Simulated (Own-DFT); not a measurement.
GaP (zincblende, atoms displaced) (calculated)

Computed with Own-DFT development build. A calculation, not a measurement: plane-wave PBE density functional theory by an unreviewed code, no spin, of a simulated periodic cell, stress positive in tension, free energy of the whole cell less one offset for each atom, forces on such cells passed a denser k mesh, this cell's mesh not checked; offsets are fitted by least squares, one for each functional and potential file, so energies compare only between cells with the same atoms and settings and are not formation energies; the far tail of each file's local potential was reset to the Coulomb form; each entry is a single point on an unrelaxed cell, so the pressure reflects the starting lattice, mostly measured values (interpolated for alloys), from which strain is counted, and rises with the displacements; printed positions are rounded, which can move forces by about a meV/angstrom; the program, named Own-DFT, is a retired in-house code; no spin-orbit coupling.

Common to all runs: functional PBE; potential files PseudoDojo norm-conserving, scalar-relativistic, standard set; wave cutoff 42 hartree; occupations Fermi-Dirac; smearing width 0.1 eV; hardware one NVIDIA H100; k mesh 3 x 3 x 3 centred on Gamma.

(1) GaP (zincblende, atoms displaced)

```
CELL_PARAMETERS angstrom
10.90100 0.00000 0.00000
0.00000 10.90100 0.00000
0.00000 0.00000 10.90100
ATOMIC_POSITIONS crystal
Ga 0.99609 0.00562 0.00292
Ga 0.00007 0.24980 0.24723
Ga 0.25237 0.99964 0.25022
Ga 0.25345 0.25146 0.99775
P 0.12656 0.12600 0.12689
P 0.12438 0.37354 0.37497
P 0.37860 0.12569 0.37175
P 0.37654 0.37425 0.12463
Ga 0.00205 0.00264 0.50049
Ga 0.99838 0.24743 0.74832
Ga 0.25189 0.99927 0.74730
Ga 0.25169 0.24759 0.50131
P 0.12356 0.12604 0.62424
P 0.12917 0.37974 0.87229
P 0.37354 0.12565 0.87881
P 0.37551 0.37499 0.62436
Ga 0.00160 0.50173 0.00186
Ga 0.00326 0.75271 0.24956
Ga 0.25114 0.50107 0.24818
Ga 0.24989 0.74974 0.99944
P 0.12615 0.62620 0.12767
P 0.12292 0.87531 0.37468
P 0.37570 0.62296 0.37548
P 0.37657 0.87888 0.12629
Ga 0.99955 0.50091 0.49912
Ga 0.00260 0.75096 0.75192
Ga 0.25075 0.50034 0.74834
Ga 0.24850 0.75159 0.49963
P 0.12485 0.62596 0.62600
P 0.12599 0.87542 0.87561
P 0.37397 0.62672 0.87645
P 0.37326 0.87209 0.62403
Ga 0.49835 0.99830 0.99629
Ga 0.50403 0.25046 0.25038
Ga 0.74973 0.00028 0.24856
Ga 0.75104 0.25177 0.99845
P 0.62338 0.12582 0.12716
P 0.62656 0.37613 0.37547
P 0.87402 0.12702 0.37681
P 0.87585 0.37615 0.12382
Ga 0.50050 0.00260 0.50010
Ga 0.50279 0.25072 0.75048
Ga 0.75406 0.99941 0.74835
Ga 0.74915 0.25240 0.50379
P 0.62399 0.12492 0.62929
P 0.62402 0.37348 0.87363
P 0.87661 0.12167 0.87594
P 0.87306 0.37364 0.62593
Ga 0.50103 0.50242 0.00193
Ga 0.50216 0.75180 0.24892
Ga 0.74892 0.49897 0.24968
Ga 0.74886 0.74974 0.99925
P 0.62563 0.62257 0.12505
P 0.62413 0.87579 0.37251
P 0.87784 0.62550 0.37519
P 0.87298 0.87507 0.12317
Ga 0.50089 0.50262 0.49761
Ga 0.50111 0.75041 0.74854
Ga 0.75189 0.49852 0.75300
Ga 0.74914 0.75416 0.50171
P 0.62675 0.62415 0.62159
P 0.62614 0.87767 0.87661
P 0.87389 0.62362 0.87258
P 0.87520 0.87577 0.62630
```

```
free energy of cell above offsets : -35.712 eV
pressure                          : 2.72 GPa
stress xx                         : -2.71 GPa
stress yy                         : -2.72 GPa
stress zz                         : -2.72 GPa
stress yz                         : -0.24 GPa
stress xz                         : -0.2 GPa
stress xy                         : 0.15 GPa
wall time                         : 534.5 s
```

Force:
| element | x (eV/Å) | y (eV/Å) | z (eV/Å) |
| --- | --- | --- | --- |
| Ga | 0.703 | -0.666 | 0.048 |
| Ga | -0.09 | 0.059 | 0.364 |
| Ga | -0.249 | 0.1 | 0.157 |
| Ga | -0.537 | 0.179 | 0.297 |
| P | 0.097 | 0.032 | -0.312 |
| P | 0.211 | 0.12 | -0.021 |
| P | -0.303 | 0.049 | 0.415 |
| P | 0.081 | 0.118 | 0.117 |
| Ga | -0.401 | -0.17 | -0.13 |
| Ga | 0.211 | 0.413 | 0.389 |
| Ga | -0.2 | 0.131 | 0.285 |
| Ga | -0.027 | 0.193 | -0.352 |
| P | 0.425 | -0.18 | 0.177 |
| P | -0.623 | -0.647 | 0.28 |
| P | 0.281 | -0.139 | -0.862 |
| P | 0.242 | 0.031 | -0.02 |
| Ga | 0.026 | 0.004 | -0.265 |
| Ga | -0.523 | -0.177 | -0.076 |
| Ga | -0.041 | -0.369 | 0.293 |
| Ga | 0.053 | 0.27 | 0.298 |
| P | 0.002 | 0.08 | -0.321 |
| P | 0.421 | 0.318 | 0.093 |
| P | -0.152 | 0.586 | -0.265 |
| P | -0.131 | -0.627 | -0.296 |
| Ga | 0.12 | -0.221 | 0.18 |
| Ga | -0.218 | -0.048 | -0.057 |
| Ga | 0.265 | 0.277 | -0.084 |
| Ga | -0.026 | -0.371 | -0.177 |
| P | -0.016 | -0.075 | -0.194 |
| P | -0.2 | 0.391 | 0.219 |
| P | 0.333 | -0.176 | -0.268 |
| P | 0.402 | 0.441 | -0.114 |
| Ga | 0.205 | 0.389 | 0.501 |
| Ga | -0.216 | 0.265 | -0.016 |
| Ga | 0.081 | 0.14 | 0.197 |
| Ga | -0.127 | -0.289 | 0.169 |
| P | 0.296 | -0.146 | -0.676 |
| P | -0.105 | -0.1 | 0.099 |
| P | -0.025 | -0.101 | -0.179 |
| P | -0.049 | -0.06 | -0.006 |
| Ga | -0.074 | -0.305 | 0.025 |
| Ga | -0.648 | -0.11 | 0.096 |
| Ga | -0.363 | 0.047 | 0.283 |
| Ga | -0.152 | -0.328 | -0.241 |
| P | 0.268 | -0.103 | -0.384 |
| P | 0.117 | 0.42 | 0.355 |
| P | -0.33 | 0.665 | -0.245 |
| P | 0.376 | 0.304 | 0.041 |
| Ga | -0.217 | -0.314 | -0.34 |
| Ga | -0.309 | -0.314 | 0.035 |
| Ga | 0.422 | 0.158 | 0.155 |
| Ga | 0.062 | -0.176 | -0.047 |
| P | 0.081 | 0.44 | 0.073 |
| P | 0.188 | 0.134 | 0.394 |
| P | -0.45 | 0.275 | -0.143 |
| P | 0.242 | -0.064 | 0.206 |
| Ga | -0.044 | -0.363 | 0.214 |
| Ga | 0.1 | -0.128 | 0.171 |
| Ga | -0.374 | -0.012 | -0.425 |
| Ga | 0.183 | -0.266 | -0.4 |
| P | 0.015 | 0.057 | 0.539 |
| P | -0.001 | -0.292 | -0.481 |
| P | 0.312 | 0.324 | 0.447 |
| P | 0.398 | -0.075 | -0.214 |

(2) GaP (zincblende, atoms displaced)

```
CELL_PARAMETERS angstrom
10.90100 0.00000 0.00000
0.00000 10.90100 0.00000
0.00000 0.00000 10.90100
ATOMIC_POSITIONS crystal
Ga 0.00064 0.99947 0.00083
Ga 0.99985 0.25440 0.25092
Ga 0.24920 0.00320 0.25127
Ga 0.24908 0.24840 0.99998
P 0.12600 0.12533 0.12775
P 0.12290 0.37420 0.37216
P 0.37464 0.12594 0.37694
P 0.37784 0.37729 0.12757
Ga 0.00083 0.99853 0.49971
Ga 0.00030 0.24672 0.75330
Ga 0.25190 0.99832 0.74945
Ga 0.24830 0.25083 0.49761
P 0.11891 0.12328 0.62523
P 0.12857 0.37475 0.87841
P 0.37283 0.12573 0.87228
P 0.37466 0.37912 0.62416
Ga 0.99868 0.49653 0.00159
Ga 0.99981 0.75100 0.25041
Ga 0.24896 0.50025 0.25178
Ga 0.24844 0.74570 0.99926
P 0.12556 0.62458 0.12417
P 0.12526 0.87395 0.37153
P 0.37314 0.62547 0.37368
P 0.37530 0.87218 0.12530
Ga 0.00156 0.49893 0.49795
Ga 0.99723 0.74911 0.74822
Ga 0.24868 0.49900 0.74868
Ga 0.24932 0.74942 0.49929
P 0.12771 0.62209 0.62563
P 0.12683 0.87721 0.87590
P 0.37457 0.62883 0.87507
P 0.37549 0.87710 0.62372
Ga 0.49885 0.99827 0.00017
Ga 0.49922 0.25149 0.24780
Ga 0.74731 0.00104 0.24886
Ga 0.74970 0.24905 0.00094
P 0.62668 0.12671 0.12297
P 0.62361 0.37318 0.37290
P 0.87481 0.12510 0.37464
P 0.87393 0.37650 0.12114
Ga 0.49743 0.00200 0.50184
Ga 0.50307 0.25099 0.75106
Ga 0.75047 0.00143 0.74953
Ga 0.75285 0.25039 0.50052
P 0.62632 0.12419 0.62453
P 0.62523 0.37339 0.87546
P 0.87212 0.12489 0.87077
P 0.87543 0.37715 0.62365
Ga 0.49801 0.50101 0.99995
Ga 0.49937 0.74945 0.24886
Ga 0.74840 0.50093 0.25301
Ga 0.74979 0.74789 0.00153
P 0.62624 0.62578 0.12355
P 0.62599 0.87356 0.37480
P 0.87600 0.62725 0.37695
P 0.87550 0.87512 0.12301
Ga 0.49904 0.49943 0.50410
Ga 0.50089 0.74901 0.75104
Ga 0.75133 0.50068 0.75078
Ga 0.74928 0.74971 0.49749
P 0.62797 0.62462 0.62514
P 0.62351 0.87597 0.87769
P 0.87233 0.62508 0.87517
P 0.87578 0.87664 0.62447
```

```
free energy of cell above offsets : -35.689 eV
pressure                          : 2.73 GPa
stress xx                         : -2.74 GPa
stress yy                         : -2.72 GPa
stress zz                         : -2.73 GPa
stress yz                         : 0.15 GPa
stress xz                         : 0.2 GPa
stress xy                         : -0.24 GPa
wall time                         : 517.1 s
```

Force:
| element | x (eV/Å) | y (eV/Å) | z (eV/Å) |
| --- | --- | --- | --- |
| Ga | -0.058 | 0.284 | -0.191 |
| Ga | -0.391 | -0.499 | -0.403 |
| Ga | 0.353 | -0.434 | -0.109 |
| Ga | 0.418 | 0.09 | 0.346 |
| P | -0.351 | 0.196 | -0.236 |
| P | 0.33 | 0.264 | 0.305 |
| P | 0.099 | 0.11 | -0.317 |
| P | -0.613 | -0.174 | -0.38 |
| Ga | -0.139 | -0.031 | -0.347 |
| Ga | -0.019 | 0.636 | -0.241 |
| Ga | -0.354 | 0.246 | -0.158 |
| Ga | -0.127 | -0.054 | 0.485 |
| P | 0.9 | 0.166 | -0.041 |
| P | -0.483 | -0.038 | -0.394 |
| P | 0.365 | -0.025 | 0.26 |
| P | -0.115 | -0.817 | 0.236 |
| Ga | 0.238 | 0.539 | -0.37 |
| Ga | -0.055 | -0.118 | -0.306 |
| Ga | 0.056 | 0.008 | -0.233 |
| Ga | 0.03 | 0.599 | 0.101 |
| P | -0.343 | -0.194 | 0.195 |
| P | 0.032 | 0.179 | 0.447 |
| P | 0.349 | -0.114 | 0.305 |
| P | -0.356 | 0.367 | 0.001 |
| Ga | -0.057 | 0.168 | 0.192 |
| Ga | 0.37 | 0.087 | 0.216 |
| Ga | 0.318 | 0.115 | 0.445 |
| Ga | 0.064 | 0.138 | 0.027 |
| P | -0.492 | 0.374 | -0.18 |
| P | -0.243 | -0.472 | -0.173 |
| P | -0.035 | -0.668 | -0.23 |
| P | -0.042 | -0.522 | 0.118 |
| Ga | -0.179 | 0.313 | 0.034 |
| Ga | 0.134 | -0.336 | 0.161 |
| Ga | 0.298 | -0.11 | 0.037 |
| Ga | 0.157 | 0.07 | -0.354 |
| P | -0.52 | -0.259 | 0.179 |
| P | 0.086 | 0.162 | 0.528 |
| P | 0.115 | -0.046 | -0.12 |
| P | -0.197 | -0.206 | 0.714 |
| Ga | 0.454 | -0.171 | -0.262 |
| Ga | -0.35 | -0.092 | -0.299 |
| Ga | -0.295 | -0.454 | -0.03 |
| Ga | -0.263 | 0.018 | -0.129 |
| P | -0.113 | 0.242 | -0.039 |
| P | 0.039 | 0.406 | 0.103 |
| P | 0.308 | -0.03 | 0.854 |
| P | 0.242 | -0.229 | 0.345 |
| Ga | 0.249 | 0.045 | -0.144 |
| Ga | 0.155 | -0.043 | 0.101 |
| Ga | 0.168 | 0.026 | -0.252 |
| Ga | 0.007 | 0.382 | -0.202 |
| P | -0.235 | -0.254 | 0.299 |
| P | -0.443 | 0.322 | -0.017 |
| P | 0.047 | -0.303 | -0.28 |
| P | -0.162 | 0.006 | 0.269 |
| Ga | 0.26 | 0.305 | -0.66 |
| Ga | 0.107 | 0.295 | -0.227 |
| Ga | -0.141 | -0.24 | -0.052 |
| Ga | 0.164 | 0.199 | 0.407 |
| P | -0.298 | 0.091 | 0.025 |
| P | 0.381 | -0.152 | -0.356 |
| P | 0.468 | -0.091 | 0.107 |
| P | -0.294 | -0.272 | -0.106 |

(3) GaP (zincblende, atoms displaced)

```
CELL_PARAMETERS angstrom
10.90100 0.00000 0.00000
0.00000 10.90100 0.00000
0.00000 0.00000 10.90100
ATOMIC_POSITIONS crystal
Ga 0.00218 0.99843 0.00250
Ga 0.00045 0.24869 0.25029
Ga 0.24945 0.00029 0.24865
Ga 0.25223 0.25055 0.99766
P 0.12688 0.12250 0.12602
P 0.12553 0.37722 0.37405
P 0.37502 0.12403 0.37356
P 0.37514 0.37633 0.12596
Ga 0.00228 0.99997 0.49668
Ga 0.99861 0.24974 0.74901
Ga 0.24842 0.00135 0.75055
Ga 0.24916 0.24805 0.50051
P 0.12386 0.12706 0.62523
P 0.12647 0.37741 0.87268
P 0.37645 0.12826 0.87252
P 0.37408 0.37744 0.62477
Ga 0.00087 0.49938 0.99836
Ga 0.99921 0.75022 0.25156
Ga 0.25000 0.49989 0.25067
Ga 0.25581 0.74902 0.99952
P 0.12577 0.62341 0.12239
P 0.12562 0.87297 0.37298
P 0.37877 0.62476 0.37672
P 0.37341 0.87571 0.12437
Ga 0.99748 0.50005 0.49982
Ga 0.99994 0.74689 0.74783
Ga 0.24995 0.49971 0.75076
Ga 0.25084 0.74838 0.49863
P 0.12534 0.62347 0.62697
P 0.12700 0.87583 0.87213
P 0.37631 0.62429 0.87144
P 0.37494 0.87625 0.62398
Ga 0.49708 0.00009 0.00252
Ga 0.49772 0.24817 0.25106
Ga 0.75176 0.99756 0.25027
Ga 0.75075 0.25080 0.00070
P 0.62466 0.12738 0.12505
P 0.62515 0.37570 0.37499
P 0.87397 0.12339 0.37386
P 0.87328 0.37541 0.12329
Ga 0.50010 0.00040 0.50370
Ga 0.50225 0.25007 0.74926
Ga 0.75159 0.00161 0.74969
Ga 0.74973 0.24991 0.49847
P 0.62415 0.12623 0.62726
P 0.62515 0.37358 0.87437
P 0.87204 0.12397 0.87709
P 0.87551 0.37539 0.62164
Ga 0.49871 0.50179 0.99951
Ga 0.50062 0.74894 0.24931
Ga 0.74966 0.49953 0.25164
Ga 0.74999 0.75039 0.00006
P 0.62230 0.62498 0.12435
P 0.62483 0.87766 0.37296
P 0.87391 0.62688 0.37563
P 0.87548 0.87659 0.12469
Ga 0.50221 0.49917 0.50091
Ga 0.50112 0.75371 0.74969
Ga 0.74941 0.50033 0.75070
Ga 0.75217 0.75344 0.49949
P 0.62814 0.62831 0.62488
P 0.62504 0.87267 0.87184
P 0.87364 0.62292 0.87613
P 0.87450 0.87379 0.62250
```

```
free energy of cell above offsets : -35.843 eV
pressure                          : 2.69 GPa
stress xx                         : -2.69 GPa
stress yy                         : -2.69 GPa
stress zz                         : -2.69 GPa
stress yz                         : -0.11 GPa
stress xz                         : 0.16 GPa
stress xy                         : -0.26 GPa
wall time                         : 513.4 s
```

Force:
| element | x (eV/Å) | y (eV/Å) | z (eV/Å) |
| --- | --- | --- | --- |
| Ga | -0.013 | 0.093 | -0.424 |
| Ga | -0.051 | 0.185 | -0.121 |
| Ga | 0.106 | -0.203 | 0.224 |
| Ga | -0.199 | 0.084 | 0.217 |
| P | -0.109 | 0.54 | -0.305 |
| P | -0.17 | -0.306 | 0.195 |
| P | -0.111 | -0.114 | 0.384 |
| P | -0.01 | -0.141 | -0.114 |
| Ga | -0.13 | -0.057 | 0.256 |
| Ga | -0.113 | 0.122 | 0.217 |
| Ga | 0.257 | 0.148 | -0.198 |
| Ga | 0.118 | 0.342 | -0.171 |
| P | -0.011 | -0.341 | -0.093 |
| P | -0.273 | -0.512 | 0.217 |
| P | -0.074 | -0.425 | 0.161 |
| P | 0.174 | -0.385 | -0.022 |
| Ga | -0.073 | -0.041 | 0.089 |
| Ga | 0.089 | -0.218 | -0.441 |
| Ga | 0.131 | 0.238 | -0.051 |
| Ga | -0.543 | -0.021 | -0.243 |
| P | -0.002 | 0.341 | 0.259 |
| P | 0.162 | 0.152 | 0.145 |
| P | -0.297 | -0.078 | -0.224 |
| P | 0.226 | -0.166 | 0.277 |
| Ga | 0.356 | 0.158 | -0.11 |
| Ga | -0.135 | 0.274 | 0.279 |
| Ga | 0.11 | 0.105 | -0.181 |
| Ga | -0.027 | 0.013 | 0.187 |
| P | 0.027 | 0.013 | -0.458 |
| P | -0.25 | -0.387 | 0.372 |
| P | 0.088 | 0.172 | 0.114 |
| P | -0.258 | -0.092 | 0.152 |
| Ga | 0.412 | 0.106 | -0.443 |
| Ga | 0.237 | 0.313 | -0.128 |
| Ga | -0.293 | 0.401 | -0.258 |
| Ga | -0.267 | -0.03 | -0.08 |
| P | 0.076 | -0.368 | 0.102 |
| P | -0.136 | -0.27 | -0.048 |
| P | 0.154 | 0.143 | 0.089 |
| P | 0.376 | 0.007 | 0.286 |
| Ga | 0.071 | 0.087 | -0.405 |
| Ga | -0.304 | 0.364 | -0.055 |
| Ga | -0.146 | -0.31 | -0.071 |
| Ga | -0.043 | -0.076 | 0.086 |
| P | 0.318 | -0.088 | -0.358 |
| P | -0.023 | 0.269 | 0.158 |
| P | 0.599 | 0.084 | -0.032 |
| P | -0.274 | -0.104 | 0.412 |
| Ga | 0.09 | -0.293 | -0.133 |
| Ga | -0.102 | 0.277 | 0.067 |
| Ga | -0.028 | 0.179 | -0.25 |
| Ga | -0.075 | -0.052 | 0.007 |
| P | 0.445 | -0.017 | 0.054 |
| P | -0.104 | -0.257 | 0.297 |
| P | 0.044 | -0.163 | -0.1 |
| P | -0.003 | -0.391 | 0.005 |
| Ga | 0.096 | 0.208 | 0.197 |
| Ga | -0.151 | -0.412 | -0.31 |
| Ga | 0.015 | -0.121 | -0.199 |
| Ga | -0.437 | -0.133 | -0.226 |
| P | -0.258 | -0.172 | -0.049 |
| P | 0.089 | 0.633 | 0.584 |
| P | 0.204 | 0.251 | -0.085 |
| P | 0.42 | 0.443 | 0.301 |

(4) GaP (zincblende, atoms displaced)

```
CELL_PARAMETERS angstrom
10.90100 0.00000 0.00000
0.00000 10.90100 0.00000
0.00000 0.00000 10.90100
ATOMIC_POSITIONS crystal
Ga 0.99994 0.99836 0.99850
Ga 0.00117 0.25233 0.25051
Ga 0.24776 0.00211 0.25040
Ga 0.25117 0.25007 0.00037
P 0.12653 0.12647 0.12447
P 0.12191 0.37519 0.37607
P 0.37362 0.12575 0.37403
P 0.37570 0.37721 0.12573
Ga 0.00210 0.99733 0.49464
Ga 0.99770 0.25020 0.74878
Ga 0.25012 0.00319 0.75040
Ga 0.24994 0.24802 0.49872
P 0.12181 0.12703 0.62479
P 0.12543 0.37439 0.87170
P 0.37188 0.12527 0.87977
P 0.37561 0.37504 0.62392
Ga 0.00039 0.49888 0.99684
Ga 0.99923 0.74862 0.25055
Ga 0.25086 0.50017 0.25091
Ga 0.24967 0.75215 0.00126
P 0.12769 0.62305 0.12909
P 0.12362 0.87468 0.37446
P 0.37502 0.62499 0.37454
P 0.37466 0.87438 0.12925
Ga 0.00000 0.49805 0.50219
Ga 0.00000 0.75090 0.75352
Ga 0.25355 0.50117 0.75122
Ga 0.25073 0.75258 0.50126
P 0.12580 0.62761 0.62561
P 0.12500 0.87694 0.87241
P 0.37462 0.62808 0.87477
P 0.37736 0.87516 0.62634
Ga 0.50151 0.00057 0.00109
Ga 0.49913 0.24811 0.24833
Ga 0.75053 0.00207 0.24878
Ga 0.75010 0.24954 0.99954
P 0.62669 0.12586 0.12205
P 0.62428 0.37541 0.37759
P 0.87501 0.12469 0.37191
P 0.87604 0.37562 0.12477
Ga 0.49767 0.00044 0.49979
Ga 0.50426 0.24839 0.75041
Ga 0.74981 0.00425 0.74934
Ga 0.75098 0.24942 0.50012
P 0.62287 0.12104 0.62419
P 0.62534 0.37375 0.87205
P 0.87609 0.12510 0.87507
P 0.87910 0.37349 0.62712
Ga 0.50279 0.49776 0.00293
Ga 0.49960 0.75000 0.25213
Ga 0.74944 0.49987 0.25120
Ga 0.74964 0.74892 0.00184
P 0.62487 0.62418 0.12475
P 0.62885 0.87182 0.37522
P 0.87312 0.62335 0.37563
P 0.87512 0.87406 0.12701
Ga 0.49975 0.49954 0.50048
Ga 0.50121 0.74974 0.75187
Ga 0.74928 0.50261 0.74950
Ga 0.75220 0.75177 0.49903
P 0.62567 0.62306 0.62300
P 0.62774 0.87362 0.87682
P 0.87486 0.62580 0.87700
P 0.87675 0.87763 0.62486
```

```
free energy of cell above offsets : -35.811 eV
pressure                          : 2.69 GPa
stress xx                         : -2.69 GPa
stress yy                         : -2.69 GPa
stress zz                         : -2.69 GPa
stress yz                         : -0.04 GPa
stress xz                         : -0.09 GPa
stress xy                         : 0.01 GPa
wall time                         : 510 s
```

Force:
| element | x (eV/Å) | y (eV/Å) | z (eV/Å) |
| --- | --- | --- | --- |
| Ga | 0.059 | 0.088 | 0.254 |
| Ga | -0.126 | -0.223 | -0.22 |
| Ga | 0.07 | -0.216 | -0.029 |
| Ga | -0.245 | 0.419 | 0.109 |
| P | -0.364 | -0.059 | -0.034 |
| P | 0.566 | 0.043 | -0.034 |
| P | 0.149 | -0.175 | 0.004 |
| P | -0.105 | -0.322 | -0.001 |
| Ga | -0.303 | 0.431 | 0.468 |
| Ga | 0.34 | -0.15 | 0.328 |
| Ga | -0.018 | -0.046 | -0.236 |
| Ga | -0.177 | 0.335 | 0.215 |
| P | 0.273 | -0.364 | -0.213 |
| P | 0.124 | -0.02 | 0.221 |
| P | 0.667 | -0.034 | -0.543 |
| P | 0.017 | -0.254 | 0.196 |
| Ga | 0.242 | 0.078 | 0.343 |
| Ga | 0.025 | -0.171 | 0.05 |
| Ga | -0.052 | -0.203 | 0.261 |
| Ga | -0.092 | -0.069 | 0.043 |
| P | -0.405 | 0.213 | -0.65 |
| P | 0.393 | -0.185 | -0.199 |
| P | -0.029 | 0.036 | 0.319 |
| P | 0.096 | 0.292 | -0.292 |
| Ga | 0.061 | 0.434 | -0.03 |
| Ga | -0.102 | -0.035 | -0.402 |
| Ga | -0.235 | 0.013 | -0.251 |
| Ga | 0.012 | -0.132 | -0.092 |
| P | -0.072 | -0.251 | 0.071 |
| P | 0.178 | -0.114 | 0.376 |
| P | 0.252 | -0.349 | 0.442 |
| P | -0.23 | 0.147 | 0.08 |
| Ga | -0.239 | -0.328 | -0.005 |
| Ga | 0.225 | 0.254 | 0.124 |
| Ga | -0.134 | -0.25 | 0.023 |
| Ga | 0.227 | 0.27 | -0.113 |
| P | -0.181 | -0.06 | 0.342 |
| P | 0.028 | -0.276 | -0.35 |
| P | 0.113 | 0.134 | 0.27 |
| P | -0.167 | -0.006 | -0.055 |
| Ga | 0.189 | -0.347 | -0.329 |
| Ga | -0.695 | -0.095 | -0.089 |
| Ga | 0.107 | -0.515 | 0.108 |
| Ga | 0.007 | -0.044 | 0.11 |
| P | 0.241 | 0.479 | -0.112 |
| P | 0.184 | 0.214 | 0.379 |
| P | -0.108 | 0.064 | 0.055 |
| P | -0.82 | 0.281 | -0.189 |
| Ga | -0.229 | 0.256 | -0.544 |
| Ga | 0.17 | -0.111 | -0.113 |
| Ga | -0.041 | -0.134 | -0.117 |
| Ga | 0.124 | 0.062 | 0.087 |
| P | 0.003 | 0.083 | 0.256 |
| P | -0.489 | 0.65 | -0.126 |
| P | 0.327 | 0.029 | 0.11 |
| P | 0.048 | 0.083 | -0.247 |
| Ga | -0.123 | 0.069 | -0.061 |
| Ga | 0.218 | -0.041 | -0.175 |
| Ga | 0.262 | -0.251 | -0.027 |
| Ga | 0.095 | -0.23 | 0.402 |
| P | -0.036 | 0.47 | 0.105 |
| P | -0.135 | 0.303 | -0.203 |
| P | -0.048 | -0.03 | -0.154 |
| P | -0.092 | -0.143 | 0.086 |
